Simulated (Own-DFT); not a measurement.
# Energy and forces against displacement in beta-Si3N4, 112 atoms (N64Si48)

These are calculations, not measurements. The program, named Own-DFT, is a retired in-house plane-wave density functional code that no person has reviewed. Each row is one single-point run on a periodic cell that was not relaxed, without spin or spin-orbit coupling.

Settings of every run: PBE; PseudoDojo norm-conserving scalar-relativistic files; cutoff 42 hartree; 2 x 2 x 4 k mesh centred on Gamma; Fermi-Dirac smearing of 0.1 eV.

Known limits, some of them of some rows only: some atoms lie very close together; forces on such cells moved up to 12 meV/angstrom on a denser k mesh; stress not checked against mesh or cutoff.

Cell vectors in Å: (15.212, 0.000, 0.000); (-7.606, 13.174, 0.000); (0.000, 0.000, 5.818). In each run every atom was moved at random and independently from its ideal site; u is the rms move along one axis. E is the free energy for each atom above the fitted value at u = 0, and F the rms of the force components.

| run | u (Å) | E (meV/atom) | F (eV/Å) | largest force (eV/Å) | P (GPa) |
|---|---|---|---|---|---|
| 1 | 0.0201 | 19.7 | 0.872 | 3.08 | 5.58 |
| 2 | 0.0208 | 21.3 | 0.909 | 3.86 | 5.61 |
| 3 | 0.0210 | 21.3 | 0.905 | 3.60 | 5.54 |
| 4 | 0.0505 | 122.0 | 2.170 | 9.67 | 8.25 |
| 5 | 0.0512 | 140.2 | 2.337 | 8.36 | 8.63 |
| 6 | 0.0539 | 139.6 | 2.303 | 11.74 | 8.60 |
| 7 | 0.0979 | ? | ? | ? | ? |
| 8 | 0.1061 | 537.9 | 5.057 | 24.71 | 18.80 |
| 9 | 0.1604 | 1005.1 | 7.352 | 48.73 | 29.51 |

## Worked fit

For small independent moves the energy grows as E = (3/2) K u², with K the mean stiffness felt by one atom. The runs with u up to 0.11 Å give K = 32.7 ± 0.8 eV/Å², with residuals divided by u² + 0.0006 Å², since the noise grows with the moves. The scatter is 5.7 meV/atom at u = 0.05 Å. The forces follow F = G u with G = 44.2 eV/Å²; no force at u = 0 is resolved. G exceeds K because the moves of its neighbours add to the force on an atom, and stiffness differs between atoms. At u = 0.160 Å the parabola gives 1263 meV/atom and the run 1005. The pressure follows P = 5.13 + 1218 u² GPa: at fixed volume, shortened bonds push harder than stretched ones pull.

## Withheld run

Question: what energy and rms force should run 7 give?

The fit gives 471 ± 22 meV/atom and about 4.33 eV/Å. The calculation gave 501.1 meV/atom and 5.056 eV/Å.
